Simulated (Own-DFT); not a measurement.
## Calculated data, SiC (4H silicon carbide, atoms displaced)

Computed with Own-DFT development build. A calculation, not a measurement: plane-wave PBE density functional theory by an unreviewed code, no spin, of a simulated periodic cell, stress positive in tension, free energy of the whole cell less one offset for each atom, forces on such cells passed a denser k mesh, this cell's mesh not checked; offsets are fitted by least squares, one for each functional and potential file, so energies compare only between cells with the same atoms and settings and are not formation energies; the far tail of each file's local potential was reset to the Coulomb form; each entry is a single point on an unrelaxed cell, so the pressure reflects the starting lattice, mostly measured values (interpolated for alloys), from which strain is counted, and rises with the displacements; printed positions are rounded, which can move forces by about a meV/angstrom; the program, named Own-DFT, is a retired in-house code; no spin-orbit coupling.

Settings shared by all entries: functional PBE; potential files PseudoDojo norm-conserving, scalar-relativistic, standard set; wave cutoff 42 hartree; occupations Fermi-Dirac; smearing width 0.1 eV; hardware one NVIDIA H100; k mesh 4 x 4 x 3 centred on Gamma.

(1) SiC (4H silicon carbide, atoms displaced)

```
CELL_PARAMETERS angstrom
9.24810 0.00000 0.00000
-4.62410 8.00910 0.00000
0.00000 0.00000 10.06810
ATOMIC_POSITIONS crystal
Si 0.99251 0.99059 0.40481
Si 0.09752 0.20168 0.17681
C 0.99523 0.00443 0.09281
C 0.12302 0.23034 0.35206
Si 0.01491 0.34081 0.40103
Si 0.11182 0.55983 0.14426
C 0.99488 0.34292 0.08750
C 0.10612 0.53680 0.34030
Si 0.99772 0.65173 0.40336
Si 0.12311 0.89646 0.15722
C 0.99009 0.65319 0.09602
C 0.10100 0.87728 0.33949
Si 0.32040 0.99801 0.40154
Si 0.44693 0.22486 0.15625
C 0.35437 0.99603 0.09664
C 0.43358 0.21673 0.33584
Si 0.36032 0.34300 0.41262
Si 0.46722 0.56778 0.15155
C 0.33535 0.34159 0.09396
C 0.45825 0.56303 0.35224
Si 0.32169 0.66921 0.42838
Si 0.43933 0.88363 0.15430
C 0.33561 0.66921 0.10995
C 0.43077 0.88012 0.33627
Si 0.67945 0.00644 0.39721
Si 0.76846 0.22458 0.14026
C 0.66739 0.99422 0.10300
C 0.78424 0.21587 0.33661
Si 0.67617 0.34552 0.41988
Si 0.76023 0.52934 0.16629
C 0.64565 0.32216 0.09021
C 0.77670 0.54739 0.35070
Si 0.67256 0.67760 0.39558
Si 0.76388 0.89039 0.15586
C 0.66397 0.67041 0.09686
C 0.75536 0.86770 0.36077
Si 0.97740 0.99367 0.89880
Si 0.90078 0.78813 0.68176
C 0.99877 0.99558 0.58187
C 0.88185 0.75763 0.84840
Si 0.99486 0.65580 0.88412
Si 0.88522 0.44200 0.63505
C 0.98959 0.68297 0.59684
C 0.89606 0.44939 0.84957
Si 0.99015 0.33332 0.89985
Si 0.89650 0.11919 0.65584
C 0.99706 0.34945 0.58441
C 0.87826 0.10479 0.84062
Si 0.66159 0.02100 0.90365
Si 0.55805 0.79205 0.65245
C 0.64443 0.98035 0.58607
C 0.55796 0.78196 0.84160
Si 0.66430 0.67547 0.88700
Si 0.58340 0.45200 0.67213
C 0.65702 0.66825 0.58497
C 0.55281 0.44682 0.84829
Si 0.66305 0.33663 0.91332
Si 0.54748 0.09043 0.65460
C 0.67392 0.34099 0.59037
C 0.56146 0.10148 0.84637
Si 0.32230 0.99694 0.90834
Si 0.22975 0.76573 0.66269
C 0.32166 0.98657 0.60806
C 0.22122 0.76533 0.83272
Si 0.33363 0.65823 0.90741
Si 0.23622 0.43977 0.64773
C 0.33016 0.64956 0.60004
C 0.20189 0.45543 0.84926
Si 0.31632 0.32630 0.88755
Si 0.21311 0.09714 0.64839
C 0.34475 0.33834 0.60864
C 0.23247 0.11822 0.82714
```

```
free energy of cell above offsets : 9.868 eV
pressure                          : 10.21 GPa
stress xx                         : -9.49 GPa
stress yy                         : -12.37 GPa
stress zz                         : -8.76 GPa
stress yz                         : 2.24 GPa
stress xz                         : -0.4 GPa
stress xy                         : 3.09 GPa
wall time                         : 370.1 s
```

Force:
```
element  x (eV/Å)  y (eV/Å)  z (eV/Å)
     Si    -0.153      0.19    -1.145
     Si     0.344     4.797    -3.992
      C     0.616    -1.953    -0.256
      C      0.57    -2.014     1.413
     Si    -1.723    -4.079     0.512
     Si     0.429        -1     2.005
      C     0.588    -2.565     0.289
      C    -0.428     5.162    -0.272
     Si    -0.413     1.563     0.453
     Si    -1.245    -2.332    -1.464
      C    -0.884     2.131    -1.262
      C    -0.146     0.563     0.804
     Si     1.986    -0.747     0.712
     Si    -3.482    -1.415    -0.485
      C    -6.129     2.412    -2.255
      C     2.388     0.291     2.411
     Si    -2.802     0.624     0.077
     Si    -5.659    -3.515     2.875
      C     -0.08    -1.966    -0.744
      C    -2.026    -1.079    -1.334
     Si      2.22    -0.509    -5.955
     Si     3.075    -1.073     1.994
      C     0.874    -1.209     -3.68
      C     0.299     1.252     2.772
     Si    -3.614    -1.944     1.106
     Si     2.217    -0.402     2.922
      C    -3.666     2.618    -3.242
      C    -0.896     2.404      0.31
     Si    -0.145    -3.924    -4.375
     Si       0.7     3.957    -1.607
      C     2.671      1.17     0.322
      C     -0.71     1.488    -1.279
     Si     1.061    -8.964     4.688
     Si     4.503    -2.071     1.508
      C     4.066     1.311    -2.413
      C     2.181      10.4    -5.194
     Si     3.457     0.256     2.354
     Si    -2.991    -0.297    -7.562
      C      -0.8     0.983     3.786
      C    -1.368     3.514     2.048
     Si     2.293     2.038     4.809
     Si      -0.3      3.58     4.079
      C     4.221    -2.963    -1.119
      C    -3.431    -4.004    -3.111
     Si     1.074     -0.71     2.071
     Si    -1.207    -0.649    -1.964
      C     4.333     -3.03     0.378
      C    -0.358     1.529    -0.668
     Si     8.278    -7.043     4.156
     Si     1.773    -6.604     1.496
      C     1.759     6.352    -1.677
      C    -1.615      1.25    -0.401
     Si      0.37     -2.14     3.892
     Si    -3.759      1.03    -3.255
      C     2.033     0.208     2.912
      C     0.269    -0.302     0.544
     Si     0.549     0.023    -2.305
     Si    -1.117     2.409     0.316
      C    -0.922    -3.258     2.804
      C    -9.289     5.214    -3.278
     Si     1.896    -0.672    -0.805
     Si    -2.687    -0.075    -3.075
      C     1.583     0.431    -3.058
      C    -0.741     1.686      4.71
     Si    -0.426      2.53     1.681
     Si    -3.996    -0.235      2.65
      C    -0.557     3.188     0.789
      C     4.264    -3.188    -3.017
     Si     0.108     2.519     3.519
     Si     0.343     2.215    -0.198
      C      2.53    -2.552    -2.253
      C    -2.153    -2.801     2.534
```

(2) SiC (4H silicon carbide, atoms displaced)

```
CELL_PARAMETERS angstrom
9.24810 0.00000 0.00000
-4.62410 8.00910 0.00000
0.00000 0.00000 10.06810
ATOMIC_POSITIONS crystal
Si 0.99764 0.98618 0.40901
Si 0.12837 0.22725 0.16598
C 0.99927 0.98427 0.08860
C 0.11686 0.20392 0.34404
Si 0.00569 0.34265 0.42000
Si 0.08417 0.52243 0.16944
C 0.99899 0.33094 0.10101
C 0.10077 0.55729 0.34395
Si 0.00247 0.65991 0.41292
Si 0.11642 0.89089 0.16672
C 0.99424 0.66215 0.08814
C 0.11658 0.89425 0.35213
Si 0.32217 0.00563 0.40852
Si 0.47560 0.25017 0.15399
C 0.32181 0.99881 0.09568
C 0.44325 0.22825 0.34703
Si 0.35042 0.33056 0.40284
Si 0.47266 0.56842 0.15985
C 0.32293 0.32602 0.10814
C 0.45353 0.55477 0.35783
Si 0.34165 0.66114 0.40163
Si 0.46169 0.90412 0.15292
C 0.34265 0.67222 0.08495
C 0.45392 0.90666 0.33636
Si 0.67633 0.00149 0.40490
Si 0.77167 0.24395 0.13634
C 0.66060 0.98087 0.11935
C 0.77456 0.22198 0.34516
Si 0.67046 0.33644 0.41418
Si 0.76935 0.54972 0.14272
C 0.67327 0.34219 0.10003
C 0.78221 0.57776 0.33519
Si 0.68599 0.69585 0.40214
Si 0.77173 0.89157 0.16055
C 0.66130 0.65874 0.09078
C 0.77865 0.87529 0.31899
Si 0.00461 0.99884 0.91458
Si 0.86810 0.75685 0.64495
C 0.99881 0.00366 0.58719
C 0.89812 0.80683 0.85294
Si 0.99216 0.64836 0.90170
Si 0.87145 0.44571 0.65187
C 0.02560 0.68305 0.59251
C 0.87493 0.44898 0.84841
Si 0.00791 0.33596 0.90499
Si 0.88993 0.10663 0.64619
C 0.98196 0.32216 0.59272
C 0.87467 0.10484 0.83902
Si 0.66571 0.00568 0.91520
Si 0.57562 0.78904 0.65198
C 0.66045 0.99717 0.58049
C 0.55733 0.77685 0.86174
Si 0.68552 0.67337 0.90912
Si 0.54957 0.44288 0.66847
C 0.66343 0.67091 0.59273
C 0.56610 0.45097 0.84091
Si 0.66164 0.31273 0.93378
Si 0.53389 0.10442 0.65437
C 0.66231 0.33307 0.59292
C 0.54290 0.10102 0.85090
Si 0.32870 0.99171 0.91563
Si 0.21440 0.77869 0.65958
C 0.34738 0.03000 0.59979
C 0.22847 0.79402 0.82916
Si 0.33599 0.68460 0.91288
Si 0.22587 0.44141 0.63423
C 0.33552 0.67699 0.57802
C 0.22623 0.44086 0.83244
Si 0.32215 0.30518 0.90256
Si 0.22845 0.11584 0.66101
C 0.33504 0.34025 0.59705
C 0.21224 0.10280 0.82984
```

```
free energy of cell above offsets : 13.798 eV
pressure                          : 11.74 GPa
stress xx                         : -13.4 GPa
stress yy                         : -8.09 GPa
stress zz                         : -13.73 GPa
stress yz                         : -1.39 GPa
stress xz                         : 1.23 GPa
stress xy                         : -1.29 GPa
wall time                         : 366.3 s
```

Force:
```
element  x (eV/Å)  y (eV/Å)  z (eV/Å)
     Si    -0.892     1.905    -1.419
     Si     -4.68    -3.941     0.065
      C    -1.188      2.23     3.128
      C    -1.324     2.544     1.819
     Si     -0.46    -2.275    -3.996
     Si     0.793     7.163    -2.023
      C     0.376    -3.585    -2.844
      C     3.378    -1.317      1.28
     Si    -2.022     2.147    -1.922
     Si      -1.3    -1.864    -1.108
      C     1.099    -0.718     1.162
      C    -0.511    -2.763    -0.805
     Si     4.438     0.976     0.225
     Si    -7.509    -5.559     3.374
      C     3.455     2.094    -0.007
      C     5.222    -1.536    -2.149
     Si    -5.003      1.77     2.292
     Si    -6.958    -2.909     0.784
      C     5.809     3.587    -3.817
      C     0.562     0.652    -2.672
     Si     -2.29     2.628    -1.421
     Si    -6.312    -4.292     1.794
      C    -0.648     -0.55      4.55
      C    -0.502    -1.858     1.682
     Si    -1.954     0.272    -2.907
     Si     8.732    -6.453     6.792
      C     -0.18      7.48    -6.282
      C     0.805     1.617    -0.738
     Si    -0.569     0.216    -2.383
     Si     1.671     5.836     3.185
      C    -2.356     1.346    -0.926
      C     1.819    -2.684     1.515
     Si    -0.947    -6.623     1.742
     Si     5.293     -1.63    -6.539
      C     3.384     2.214    -1.069
      C     0.084     5.023     8.478
     Si     -1.49     3.915    -1.425
     Si       3.4     4.858     3.148
      C     1.107    -1.904     0.951
      C      1.44      -7.8    -3.805
     Si    -0.322     6.189     1.475
     Si     3.304    -0.055     1.859
      C    -6.885    -4.436     -0.83
      C     1.381    -4.242    -1.299
     Si    -0.152     -0.25    -1.105
     Si    -2.095    -0.189     1.935
      C     0.907     2.301     1.528
      C     1.608     1.595     1.144
     Si     1.177    -2.454    -0.413
     Si     -4.19    -0.637     2.296
      C     0.666     0.975     2.762
      C     0.448     1.108    -2.708
     Si    -2.891    -0.272    -0.637
     Si     0.249     0.259    -3.122
      C     0.729     -2.11    -1.412
      C     0.064    -1.692     3.974
     Si    -1.488     2.323    -9.372
     Si     7.944     3.124     2.199
      C    -1.482     0.133     1.212
      C     0.734      1.05     0.486
     Si    -1.796     0.866     -1.41
     Si     5.661     2.807     -1.74
      C    -4.887    -5.837    -3.687
      C     -0.13    -2.967     4.445
     Si     1.257    -2.844    -3.345
     Si    -3.198     2.199     3.602
      C     0.353    -0.591     3.001
      C    -0.629     0.458     0.951
     Si    -0.935     5.108     0.669
     Si    -2.663     0.676    -3.279
      C     2.351    -2.066    -1.674
      C     1.144    -0.739     4.788
```

(3) SiC (4H silicon carbide, atoms displaced)

```
CELL_PARAMETERS angstrom
9.24810 0.00000 0.00000
-4.62410 8.00910 0.00000
0.00000 0.00000 10.06810
ATOMIC_POSITIONS crystal
Si 0.01027 0.00032 0.39017
Si 0.08736 0.20228 0.15467
C 0.00964 0.00870 0.10416
C 0.12519 0.23018 0.34338
Si 0.01828 0.35973 0.40913
Si 0.11829 0.55165 0.16809
C 0.97848 0.33859 0.10430
C 0.14099 0.57440 0.34596
Si 0.00013 0.66484 0.40914
Si 0.11030 0.87328 0.16680
C 0.01576 0.66809 0.10499
C 0.12558 0.91103 0.35035
Si 0.32719 0.02492 0.38675
Si 0.44410 0.22748 0.18194
C 0.32733 0.98739 0.09521
C 0.43861 0.21884 0.33547
Si 0.33610 0.32323 0.40733
Si 0.47775 0.57350 0.15626
C 0.33438 0.34095 0.08839
C 0.44124 0.55559 0.33751
Si 0.33886 0.64538 0.41572
Si 0.45331 0.89544 0.16470
C 0.32958 0.68103 0.09220
C 0.44327 0.88949 0.34929
Si 0.66145 0.00064 0.38972
Si 0.78302 0.23392 0.13613
C 0.66716 0.00186 0.09532
C 0.76416 0.22422 0.33112
Si 0.68962 0.35953 0.39449
Si 0.76563 0.54542 0.15412
C 0.68088 0.34200 0.08807
C 0.79895 0.56636 0.34669
Si 0.67042 0.66727 0.39348
Si 0.75449 0.88883 0.14708
C 0.67804 0.66936 0.09877
C 0.77493 0.89587 0.33381
Si 0.01140 0.02026 0.89872
Si 0.88990 0.75971 0.64672
C 0.01528 0.02225 0.57953
C 0.86397 0.75128 0.84710
Si 0.00532 0.67415 0.90685
Si 0.89304 0.44176 0.64181
C 0.98940 0.66799 0.59760
C 0.90881 0.43705 0.83191
Si 0.01626 0.34937 0.90596
Si 0.90126 0.11803 0.65003
C 0.01982 0.33730 0.60653
C 0.88642 0.10257 0.84584
Si 0.65831 0.98668 0.92056
Si 0.53762 0.75765 0.66237
C 0.67842 0.99121 0.59734
C 0.53479 0.75814 0.85001
Si 0.66872 0.67528 0.89577
Si 0.56315 0.45667 0.64417
C 0.67768 0.67493 0.59425
C 0.56677 0.44102 0.82576
Si 0.67718 0.34498 0.91877
Si 0.56309 0.10132 0.65206
C 0.66620 0.33020 0.56796
C 0.55386 0.10748 0.84779
Si 0.32410 0.99142 0.89861
Si 0.24492 0.79528 0.65044
C 0.32030 0.98701 0.59791
C 0.24823 0.79262 0.85397
Si 0.31334 0.65474 0.91145
Si 0.22641 0.45651 0.64522
C 0.31545 0.64960 0.58555
C 0.20510 0.42927 0.84028
Si 0.34274 0.32831 0.91670
Si 0.21701 0.07740 0.66079
C 0.32206 0.33466 0.58924
C 0.22034 0.12865 0.83799
```

```
free energy of cell above offsets : 15.337 eV
pressure                          : 12.42 GPa
stress xx                         : -13.94 GPa
stress yy                         : -12.69 GPa
stress zz                         : -10.61 GPa
stress yz                         : 0.35 GPa
stress xz                         : 1.76 GPa
stress xy                         : 0.03 GPa
wall time                         : 340.6 s
```

Force:
```
element  x (eV/Å)  y (eV/Å)  z (eV/Å)
     Si    -5.048     2.585     2.525
     Si      0.93      7.36     1.954
      C    -0.678    -6.384    -3.406
      C    -2.338    -0.495      -1.1
     Si     0.339    -4.128    -0.211
     Si    -0.213     1.117     -1.91
      C     9.007     2.458    -3.249
      C    -3.902    -1.444     0.936
     Si      3.48     3.241     0.918
     Si    -0.628     3.572    -1.465
      C    -2.595     -2.21    -1.435
      C    -1.046    -6.323    -2.235
     Si     6.216     -5.49     4.908
     Si     -0.73    -0.755    -14.48
      C     0.081     2.501     0.679
      C     1.611      5.42     8.539
     Si    -1.958     2.348     0.419
     Si    -6.827    -3.472    -0.795
      C     0.839    -0.053     3.718
      C     4.218    -1.529     0.263
     Si    -0.988     4.969    -2.726
     Si    -2.614    -1.101    -0.957
      C     2.816    -1.806     1.309
      C     -1.09    -0.359    -0.048
     Si     0.785     1.113     3.291
     Si    -3.825    -4.535     4.779
      C    -2.414     1.655    -0.237
      C     2.201     0.906    -0.103
     Si    -0.379     -4.97     0.585
     Si     4.033     3.095     0.489
      C    -3.604    -0.877     3.077
      C    -3.562     0.573    -2.962
     Si    -0.846     1.684     2.232
     Si     6.778    -0.116     2.344
      C       0.5     1.397    -2.694
      C     1.402    -1.151     0.058
     Si     -0.33    -3.299     2.466
     Si    -6.028     5.795     3.705
      C     0.984    -3.698     0.794
      C     6.224     5.051    -2.298
     Si     0.622      -1.5     0.204
     Si    -0.473    -0.605     2.011
      C     7.657    -2.811    -3.056
      C      -4.7     2.494     0.937
     Si     -2.83    -4.965     2.086
     Si    -0.304    -1.718     1.764
      C    -4.855    -0.227    -4.195
      C    -1.901     1.275     -0.06
     Si    -0.444     1.101    -4.953
     Si     2.036     2.448    -0.794
      C     -2.23    -0.055    -1.438
      C     0.263     1.301     -0.21
     Si    -2.816    -4.613     1.939
     Si    -0.197    -3.006    -0.163
      C    -2.016    -0.898    -2.189
      C    -1.243     0.517     3.407
     Si     0.331    -1.367    -6.947
     Si    -0.572     1.269     0.472
      C     0.131     -0.06     3.742
      C     0.336     0.798    -0.026
     Si     0.638     5.687     3.291
     Si    -1.516    -6.565     2.567
      C     4.208     4.384    -4.135
      C    -3.691    -4.112    -4.419
     Si     2.623    -0.932     0.344
     Si     2.409    -4.991     4.736
      C     1.215     5.745     2.047
      C     5.724     3.828    -0.605
     Si    -0.418     2.433    -4.045
     Si    -4.978     5.866    -0.305
      C     3.507     0.019     0.154
      C     2.683    -3.384     0.163
```

(4) SiC (4H silicon carbide, atoms displaced)

```
CELL_PARAMETERS angstrom
9.24810 0.00000 0.00000
-4.62410 8.00910 0.00000
0.00000 0.00000 10.06810
ATOMIC_POSITIONS crystal
Si 0.97814 0.97906 0.40217
Si 0.09794 0.22331 0.16628
C 0.99630 0.00139 0.09689
C 0.10920 0.24110 0.34803
Si 0.02227 0.37524 0.40661
Si 0.11229 0.56257 0.13979
C 0.00065 0.34548 0.10059
C 0.08685 0.53704 0.32877
Si 0.01625 0.67966 0.41361
Si 0.11722 0.89097 0.16774
C 0.01020 0.67692 0.09746
C 0.13024 0.87569 0.33161
Si 0.35027 0.01206 0.40883
Si 0.43161 0.23210 0.17264
C 0.32007 0.99823 0.09090
C 0.44545 0.20718 0.33857
Si 0.34672 0.33144 0.41827
Si 0.44697 0.55684 0.15958
C 0.33227 0.31459 0.10207
C 0.45607 0.54728 0.35508
Si 0.33172 0.66099 0.40731
Si 0.43967 0.88016 0.15896
C 0.33815 0.66202 0.08154
C 0.44588 0.89700 0.34626
Si 0.66583 0.98463 0.41228
Si 0.77650 0.22190 0.15516
C 0.67898 0.99416 0.07984
C 0.78590 0.23823 0.35495
Si 0.66605 0.31540 0.39112
Si 0.76841 0.56552 0.15534
C 0.67572 0.33904 0.07972
C 0.76274 0.55507 0.34892
Si 0.68388 0.65788 0.41733
Si 0.77349 0.88000 0.14537
C 0.67020 0.68021 0.08587
C 0.77235 0.89802 0.36050
Si 0.01111 0.00674 0.91248
Si 0.87187 0.76694 0.65353
C 0.00466 0.99397 0.59558
C 0.86759 0.75832 0.83004
Si 0.99649 0.64991 0.92889
Si 0.86958 0.43002 0.63035
C 0.00929 0.67242 0.58619
C 0.88767 0.44684 0.84226
Si 0.98045 0.29776 0.91973
Si 0.89018 0.12204 0.65096
C 0.00827 0.31550 0.57784
C 0.86809 0.09033 0.84954
Si 0.68104 0.00591 0.89472
Si 0.53963 0.75739 0.65871
C 0.66118 0.01456 0.59382
C 0.53988 0.77351 0.84871
Si 0.66911 0.65469 0.90516
Si 0.57698 0.46035 0.66250
C 0.66914 0.66137 0.61753
C 0.54773 0.44527 0.83261
Si 0.67840 0.35355 0.89441
Si 0.57092 0.11195 0.65810
C 0.67115 0.33958 0.59221
C 0.54750 0.08997 0.83131
Si 0.35118 0.00258 0.89692
Si 0.21492 0.77971 0.66411
C 0.31094 0.96953 0.59348
C 0.17827 0.74730 0.83761
Si 0.34548 0.67951 0.90506
Si 0.23123 0.45638 0.64306
C 0.35105 0.68069 0.60883
C 0.25376 0.46266 0.84047
Si 0.33881 0.35375 0.89625
Si 0.22197 0.10649 0.65087
C 0.31808 0.33146 0.58730
C 0.23144 0.11141 0.85240
```

```
free energy of cell above offsets : 18.705 eV
pressure                          : 14.39 GPa
stress xx                         : -17.86 GPa
stress yy                         : -11.66 GPa
stress zz                         : -13.64 GPa
stress yz                         : 3.63 GPa
stress xz                         : 1.49 GPa
stress xy                         : -1.42 GPa
wall time                         : 370.6 s
```

Force:
```
element  x (eV/Å)  y (eV/Å)  z (eV/Å)
     Si     4.061     4.597     1.647
     Si     2.034     0.433     -0.28
      C     0.672    -0.351     1.066
      C     2.307    -2.117    -0.055
     Si     0.726    -14.04     3.275
     Si      1.28     -0.07     2.194
      C     0.522    -2.726    -1.503
      C     0.907      12.8    -3.376
     Si    -0.966    -2.306    -3.202
     Si    -1.075     0.639     -5.75
      C    -2.463    -0.476     2.222
      C    -2.308     2.269     5.272
     Si    -1.765    -4.629     1.298
     Si     6.312    -4.071    -4.561
      C     3.523     0.744     0.001
      C    -0.738     3.356     3.767
     Si    -2.292     -0.84    -3.694
     Si     0.232    -1.621    -0.046
      C    -6.578     5.664    -3.265
      C    -1.251     2.066    -0.966
     Si     0.534     0.867     0.004
     Si    -0.229     1.986    -1.667
      C    -1.079     0.264     3.628
      C     2.264    -2.457    -0.345
     Si    -5.331     4.857     1.102
     Si    -0.343     0.032     0.485
      C    -3.081     1.425     2.181
      C     4.578    -3.928    -3.022
     Si    -4.427     4.174     2.795
     Si     2.638    -1.529      0.35
      C    -1.912     0.316     2.341
      C     6.673    -2.798    -3.204
     Si    -7.386      3.49      2.16
     Si      0.13     3.722     2.189
      C     0.026    -4.268     0.591
      C      3.52    -5.832    -4.193
     Si     -0.07    -2.521    -1.345
     Si      5.77     3.672     1.144
      C    -2.666    -0.796    -0.759
      C     2.742     2.249     3.899
     Si    -3.238     0.549    -5.077
     Si     6.926     4.214     4.092
      C    -1.783    -2.355     1.375
      C     2.078    -1.969    -1.134
     Si    -0.298     4.865    -1.847
     Si     1.151    -3.915     0.693
      C    -2.147     5.316     2.097
      C      9.15     4.957    -4.212
     Si    -8.554    -6.078     3.129
     Si     5.629     5.499     3.663
      C     6.136    -4.274    -1.689
      C     5.628     2.641    -2.334
     Si    -2.895     1.822    -0.968
     Si    -1.873    -5.396    -1.856
      C     -3.73     1.695    -5.906
      C     2.132    -0.456     3.231
     Si    -1.373    -3.245     1.174
     Si    -6.225     1.553    -0.114
      C    -4.699    -3.536    -2.069
      C     2.479     3.544     1.502
     Si    -4.912    -2.242     2.833
     Si     0.842    -3.883     0.606
      C     1.292     7.527    -1.814
      C     5.468      3.93     1.409
     Si    -4.879    -2.882    -0.735
     Si    -0.692    -1.403     3.149
      C    -7.432    -3.745    -5.224
      C    -5.836    -0.246    -1.731
     Si     3.254    -5.617      3.17
     Si         0    -0.003     1.714
      C     3.855    -0.375     2.687
      C    -0.943     1.259    -2.192
```
